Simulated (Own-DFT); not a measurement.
# Same atoms, different arrangement: C34N2Si36, 72 atoms

All numbers below are calculated, not measured. The program, named Own-DFT, is a retired in-house plane-wave density functional code that no person has reviewed. Each row is one single-point run on a periodic cell that was not relaxed, without spin or spin-orbit coupling.

Settings of every run: PBE; PseudoDojo norm-conserving scalar-relativistic files; cutoff 42 hartree; 4 x 4 x 3 k mesh centred on Gamma; Fermi-Dirac smearing of 0.1 eV.

Known limits: not probed for a lower state with spin; forces on such cells passed a denser k mesh, each cell not checked; stress not checked against mesh or cutoff.

All cells hold the same atoms in the same cell, with vectors in Å (9.248, 0.000, 0.000); (-4.624, 8.009, 0.000); (0.000, 0.000, 10.068). Every atom was moved at random from its ideal site; u is the rms move along one axis. The defect's site can differ from row to row. E is the free energy of the cell above the lowest run. The arrangements:

- A: 4H SiC, with two N on a C site each, 3.1 Å apart
- B: 2H SiC, with two N on a C site each, 3.1 Å apart

```
arrangement,u (Å),E (eV),P (GPa)
A,0.0281,0.000,2.58
A,0.0298,0.395,2.66
A,0.0310,0.600,2.78
A,0.0496,4.179,4.04
A,0.0498,4.182,3.96
A,0.0541,4.961,4.33
B,0.0297,1.133,2.93
B,0.0301,1.196,2.93
B,0.0305,1.361,2.99
B,0.0467,4.622,4.11
B,0.0485,4.992,4.33
B,0.0499,4.711,4.07
```

Question: once the cost of the random moves is taken out, how do the arrangements rank?

## Worked answer

Fit E = a + b u², with one b for all and one a for each arrangement, and with residuals divided by u², since the noise grows with the moves. Then b = 2425 eV/Å², the scatter at u = 0.04 Å is 0.17 eV, and against A:

- B: 0.87 ± 0.07 eV (higher)

These are energies of unrelaxed cells. Relaxing the atoms lowers the strained arrangements most, so the gaps would shrink and small ones could change sign.
